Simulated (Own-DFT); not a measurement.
# Response to strain: zincblende GaAs, 64 atoms (As32Ga32)

These are calculations, not measurements. They come from Own-DFT, an in-house plane-wave density functional program, since retired, whose code no person has reviewed. Each row is one single-point run on a periodic cell that was not relaxed, without spin or spin-orbit coupling.

Settings of every run: PBE; PseudoDojo norm-conserving scalar-relativistic files; cutoff 42 hartree; 3 x 3 x 3 k mesh centred on Gamma; Fermi-Dirac smearing of 0.1 eV.

Known limits: forces not confirmed at this smearing and k mesh; stress not checked against mesh or cutoff.

Unstrained cell vectors in Å: (11.307, 0.000, 0.000); (0.000, 11.307, 0.000); (0.000, 0.000, 11.307). The unstrained cell has measured lattice constants (interpolated for alloys), not those of this functional. That, the random moves and any unrelaxed bonds set the pressure at no strain. Each run strains this cell uniformly, with the atoms carried along. Every atom was also moved at random, by a Gaussian of width 0.05 Å on each axis. Strain is the symmetric tensor, in per cent. Stress is positive in tension, and the pressure is minus a third of its trace.

| run | e_xx (%) | e_yy (%) | e_zz (%) | e_yz (%) | e_xz (%) | e_xy (%) | s_xx (GPa) | s_yy (GPa) | s_zz (GPa) | s_yz (GPa) | s_xz (GPa) | s_xy (GPa) | P (GPa) | E (meV/atom) |
|---|---|---|---|---|---|---|---|---|---|---|---|---|---|---|
| 1 | 0.70 | -1.86 | 1.00 | -1.16 | -0.39 | 0.10 | -3.91 | -5.24 | -3.70 | -1.59 | -1.05 | -0.03 | 4.28 | 19.4 |
| 2 | 1.76 | -1.68 | 1.78 | 0.38 | 1.64 | -0.03 | -2.13 | -3.81 | -2.04 | 0.83 | 2.52 | -0.05 | 2.66 | 2.8 |
| 3 | -0.12 | -0.92 | -1.67 | -0.31 | -1.45 | -1.30 | -6.04 | -6.57 | -7.04 | -0.80 | -2.56 | -3.33 | 6.55 | 43.7 |
| 4 | -0.98 | -1.20 | 0.65 | 1.55 | -1.26 | 0.97 | -5.59 | -5.75 | -4.68 | 3.25 | -2.31 | 1.68 | 5.34 | 22.3 |
| 5 | -1.78 | -0.31 | 1.15 | -1.21 | -0.06 | -1.56 | -5.64 | -4.94 | -3.98 | -2.08 | -0.61 | -1.67 | 4.85 | 23.8 |
| 6 | 0.70 | -1.23 | 0.99 | -0.69 | 0.55 | 0.16 | -3.29 | -4.24 | -3.08 | -1.10 | 0.15 | 0.38 | 3.54 | 0.0 |
| 7 | -1.75 | -1.71 | 0.74 | 0.15 | 1.39 | 0.76 | -6.97 | -6.99 | -5.47 | -0.28 | 2.49 | 1.65 | 6.47 | 42.0 |
| 8 | -1.65 | 0.01 | 0.89 | 1.55 | 0.20 | 0.42 | -5.47 | -4.68 | -4.03 | 2.10 | 0.41 | 0.08 | 4.73 | 20.8 |
| 9 | 0.47 | -0.33 | 1.60 | -1.51 | 0.12 | 1.70 | -3.02 | -3.68 | -2.44 | -2.46 | 0.62 | 3.06 | 3.05 | 19.1 |
| 10 | 0.60 | 0.73 | 1.75 | -1.09 | -1.76 | 1.35 | -2.22 | -2.23 | -1.70 | -1.31 | -2.84 | 1.62 | 2.05 | 9.6 |
| 11 | -0.78 | 1.37 | 1.65 | 0.38 | -0.98 | 0.19 | -3.18 | -2.18 | -2.01 | 1.19 | -1.78 | 0.69 | 2.45 | 5.3 |
| 12 | 0.67 | 1.19 | -1.29 | -1.25 | -1.93 | 0.65 | -3.65 | -3.26 | -4.74 | -1.19 | -3.58 | 0.80 | 3.88 | 24.0 |
| 13 | -0.28 | -0.24 | 1.71 | 0.34 | -0.81 | -1.34 | -3.71 | -3.59 | -2.42 | 0.32 | -0.74 | -1.87 | 3.24 | 10.6 |
| 14 | -1.97 | -0.03 | -0.62 | -0.04 | 0.18 | 0.17 | -6.71 | -5.64 | -5.94 | 0.14 | -0.33 | -0.40 | 6.10 | 26.1 |
| 15 | -0.01 | -1.48 | 0.74 | 0.24 | 0.25 | 0.99 | ? | ? | ? | ? | ? | ? | ? | ? |

E is the free energy for each atom above the lowest run shown.

## Worked fit

Each stress component was fitted by least squares to a constant and the strains of the runs shown, as fractions, with shears doubled. Shear strains stay in the fit of a normal stress only where such slopes are resolved. The slopes, in GPa:

```
stress  at no strain  per e_xx  per e_yy  per e_zz  scatter
  s_xx          -4.2   111 ± 4    58 ± 4    62 ± 4     0.15
  s_yy          -4.3    61 ± 5   110 ± 6    61 ± 5     0.21
  s_zz          -4.3    54 ± 4    54 ± 5   120 ± 4     0.17
```

Each shear stress against twice its own strain: yz 84 ± 6, xz 79 ± 8, xy 78 ± 8 GPa. These are stiffnesses along x, y and z of the frame in which the cell vectors are given, which need not be the crystal's axes. The atoms are held to the strained lattice; where symmetry lets them move under strain, relaxing them would lower some slopes. The table should be nearly symmetric about its diagonal, and what it lacks of that shows the noise. A ninth of its sum, 77 ± 2 GPa, estimates the bulk modulus near the mean pressure of these runs, 4.2 GPa, so it lies above the value at zero pressure.

## Withheld run

Question: what normal stresses and pressure should run 15 give?

The fit gives s_xx = -4.7, s_yy = -5.4, s_zz = -4.2 and P = 4.8 GPa. The calculation gave -4.40, -5.09, -3.86 and P = 4.45 GPa.
